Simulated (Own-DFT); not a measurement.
SiC (4H silicon carbide, atoms displaced) (calculated)

All values are calculated (Own-DFT development build). A calculation, not a measurement: plane-wave PBE density functional theory by an unreviewed code, no spin, of a simulated periodic cell, stress positive in tension, free energy of the whole cell less one offset for each atom, forces on such cells passed a denser k mesh, this cell's mesh not checked; offsets are fitted by least squares, one for each functional and potential file, so energies compare only between cells with the same atoms and settings and are not formation energies; the far tail of each file's local potential was reset to the Coulomb form; each entry is a single point on an unrelaxed cell, so the pressure reflects the starting lattice, mostly measured values (interpolated for alloys), from which strain is counted, and rises with the displacements; printed positions are rounded, which can move forces by about a meV/angstrom; the program, named Own-DFT, is a retired in-house code; no spin-orbit coupling.

Settings shared by all entries: functional PBE; potential files PseudoDojo norm-conserving, scalar-relativistic, standard set; wave cutoff 42 hartree; occupations Fermi-Dirac; smearing width 0.1 eV; hardware one NVIDIA H100; k mesh 5 x 5 x 3 centred on Gamma.

(1) 
```xyz
32
Lattice="6.1654 0.0000 0.0000 -3.0827 5.3394 0.0000 0.0000 0.0000 10.0681" Properties=species:S:1:pos:R:3:force_x:R:1:force_y:R:1:force_z:R:1 formula=SiC free_energy_of_cell_above_offsets=-4.978 pressure=3.5 stress_xx=-3.43 stress_yy=-2.6 stress_zz=-4.48 stress_yz=-0.53 stress_xz=-0.65 stress_xy=0.85 wall_time=121.2
Si    -3.0387     5.2951     4.0830     -0.666      0.823      0.847
Si     0.0005     1.7732     1.6202      0.114      0.824     -0.321
C      0.0168     0.0592     0.9297     -0.233     -1.565      1.621
C      0.0528     1.8020     3.5200     -1.011     -1.166     -0.685
Si    -1.5054     2.6744     4.0853     -0.927     -0.865      0.082
Si    -1.5284     4.4128     1.5844     -0.208      0.607     -0.309
C      4.6181     2.6576     0.9538      -0.11     -0.417      0.367
C     -1.4769     4.4393     3.4949     -1.244     -0.334     -0.834
Si    -0.0015     5.3188     4.1032      0.402      1.442      0.348
Si     3.0173     1.7354     1.5503      1.342      0.513      -0.02
C     -0.0186     5.3267     0.9190      0.539     -0.647      0.704
C      3.0582     1.7590     3.4018      0.573      0.421      1.624
Si     1.5319     2.6912     4.1141      1.089     -0.559      -0.03
Si     1.5675     4.4358     1.6106     -0.462      0.557     -0.772
C      1.5540     2.6737     0.9642     -0.785      0.088     -0.485
C      1.5065     4.4435     3.4910      1.325      0.252     -0.168
Si     3.0365     5.3220     9.1719        1.4     -0.628     -1.294
Si     3.0863     3.5222     6.6299     -0.107      0.922      0.189
C      0.0066     0.0078     6.0093      0.013     -0.752     -0.755
C      3.1378     3.4787     8.5276     -1.016       1.14      -0.03
Si    -1.5077     2.6576     9.1485      0.615     -0.281     -0.219
Si     4.6393     0.8660     6.6246       -0.2      0.611     -0.281
C     -1.5451     2.6976     5.9822     -0.157      -1.09     -0.238
C      4.6757     0.8789     8.4999      -1.36      0.013      0.356
Si    -0.0070     5.2973     9.1331      0.309      0.953     -0.641
Si    -0.0316     3.5508     6.6007      0.612      0.926      0.369
C      3.0690     0.0405     5.9918       0.18     -0.651     -0.121
C      0.0756     3.5631     8.4935     -1.317     -0.443     -0.039
Si     1.5433     2.6480     9.1195      0.729      -0.65      0.365
Si     1.5266     0.9254     6.6087      0.042     -0.849      0.535
C      1.5203     2.6774     6.0005      0.282      0.322     -0.355
C      1.5170     0.8382     8.5065      0.236      0.481      0.192
```

Units: free_energy_of_cell_above_offsets in eV; pressure, stress_xx, stress_yy, stress_zz, stress_yz, stress_xz, stress_xy in GPa; wall_time in s; force_x, force_y, force_z in eV/Å.

(2) 
```xyz
32
Lattice="6.1654 0.0000 0.0000 -3.0827 5.3394 0.0000 0.0000 0.0000 10.0681" Properties=species:S:1:pos:R:3:force_x:R:1:force_y:R:1:force_z:R:1 formula=SiC free_energy_of_cell_above_offsets=-4.825 pressure=3.64 stress_xx=-1.98 stress_yy=-2.92 stress_zz=-6.03 stress_yz=-0.61 stress_xz=0.07 stress_xy=0.2 wall_time=127.7
Si    -3.0326     5.2985     4.1183     -1.464      0.658     -0.137
Si     0.0052     1.7503     1.5775     -0.134      1.294      0.062
C      0.0222     0.0166     0.9486     -0.563     -0.285     -0.162
C      0.0221     1.7305     3.4957     -0.534      0.765     -0.284
Si     4.5995     2.6676     4.0854      0.723     -0.449      -0.08
Si    -1.5338     4.4846     1.6071     -0.428     -1.094     -1.446
C     -1.5432     2.6952     0.8764       0.13     -0.555      2.049
C     -1.5646     4.4484     3.4349      1.373     -0.263       1.15
Si     3.0917     0.0134     4.1149      0.118     -0.025     -0.419
Si     3.0796     1.7226     1.5369      0.106      2.452      0.279
C      3.0686     0.0130     0.9206      0.182     -0.735       0.22
C      3.0685     1.8138     3.4406      0.083     -0.969      0.172
Si     1.5366     2.6566     4.1323     -0.139      0.561     -1.922
Si     1.5136     4.4684     1.5433      0.955     -0.383      0.739
C      1.5401     2.6994     0.9137     -0.108     -0.868      0.545
C      1.5540     4.4621     3.4587     -0.353     -0.293      0.254
Si    -0.0122     0.0510     9.1417       1.44     -1.108     -0.924
Si     3.0699     3.5799     6.6080      0.108     -0.617      0.433
C     -3.0701     5.3317     6.0153      -0.33      0.169     -1.046
C      3.1117     3.5650     8.4820     -0.956      0.271      0.627
Si    -1.5330     2.6745     9.1233     -0.658      -0.22     -0.865
Si     4.6091     0.8873     6.5994       0.52      0.044      0.058
C      4.5831     2.6561     5.9853      0.565      0.344     -0.568
C      4.6709     0.8808     8.4590     -1.083      0.273      1.024
Si     0.0480     5.2989     9.1367     -0.958      0.981     -1.515
Si    -0.0083     3.5460     6.5982     -0.161     -0.256     -0.055
C      3.0767     0.0004     6.0311      0.229     -0.478     -1.413
C     -0.0683     3.5599     8.4689      1.883     -0.219      0.409
Si     1.5436     2.6321     9.1201      0.067      1.291      -0.78
Si     1.5503     0.8699     6.5775     -0.232       0.79      0.553
C      1.5553     2.6656     5.9344     -0.396      0.066       1.47
C      1.5670     0.9297     8.4281      0.012     -1.142      1.572
```

Units: free_energy_of_cell_above_offsets in eV; pressure, stress_xx, stress_yy, stress_zz, stress_yz, stress_xz, stress_xy in GPa; wall_time in s; force_x, force_y, force_z in eV/Å.

(3) 
```xyz
32
Lattice="6.1654 0.0000 0.0000 -3.0827 5.3394 0.0000 0.0000 0.0000 10.0681" Properties=species:S:1:pos:R:3:force_x:R:1:force_y:R:1:force_z:R:1 formula=SiC free_energy_of_cell_above_offsets=-4.712 pressure=3.76 stress_xx=-3.61 stress_yy=-2.84 stress_zz=-4.83 stress_yz=0.69 stress_xz=-0.07 stress_xy=-0.81 wall_time=114.9
Si     3.0833     5.3032     4.0530      1.127      0.781      0.779
Si     0.0343     1.7715     1.5436     -1.387     -0.095      0.453
C      6.1501     0.0019     0.9386      0.802     -0.391     -0.445
C      0.0018     1.7684     3.4410     -0.069      0.003      0.204
Si     4.6172     2.6656     4.1123      0.519      0.223     -1.305
Si    -1.4834     4.4407     1.5164     -1.512     -0.267      1.277
C      4.6099     2.6584     0.9182      0.184     -0.103       0.24
C     -1.5316     4.4264     3.4583       0.75      0.506     -0.065
Si     3.1534     0.0331     4.1318     -1.587     -0.495     -0.467
Si     3.0172     1.8145     1.5623      1.861     -0.841       0.62
C      3.0408     0.0350     0.9611      2.041     -0.342     -0.232
C      3.0700     1.8189     3.4732      0.269     -0.637     -0.242
Si     1.5352     2.6660     4.0866     -0.267      -0.03     -0.328
Si     1.6226     4.4066     1.6020     -1.854      0.859     -0.141
C      1.5392     2.6300     0.9022     -0.235      1.351      0.196
C      1.5671     4.4561     3.5166     -0.456     -0.537     -1.351
Si     3.0545     5.3273     9.1011       0.62      0.219      0.265
Si     3.0811     3.5898     6.5881      0.093     -1.302      0.007
C      3.0881     5.3038     5.9914     -0.149      1.206     -1.069
C      3.0828     3.5669     8.4774     -0.035     -0.395      0.067
Si     4.6146     2.6765     9.1231      0.103     -0.698     -0.309
Si     4.6476     0.9350     6.6203     -0.095     -1.368     -0.813
C     -1.5196     2.6484     5.9489     -0.306      0.864      1.056
C      4.6298     0.8425     8.4324     -0.259      1.315      1.877
Si     3.0992     0.0242     9.1585      -0.56     -0.376     -0.831
Si    -0.0149     3.5512     6.6419      1.091     -0.095     -0.695
C      0.0603     5.3175     6.0265     -0.895      0.534     -0.658
C      0.0096     3.5453     8.5395     -0.559      0.552     -0.474
Si     1.5357     2.6974     9.0924      0.392     -1.371     -0.162
Si     1.5237     0.8473     6.5768      1.054      0.935      0.195
C      1.5777     2.6938     5.9035     -0.929      -0.86      2.107
C      1.5256     0.8516     8.4810      0.247      0.855      0.243
```

Units: free_energy_of_cell_above_offsets in eV; pressure, stress_xx, stress_yy, stress_zz, stress_yz, stress_xz, stress_xy in GPa; wall_time in s; force_x, force_y, force_z in eV/Å.
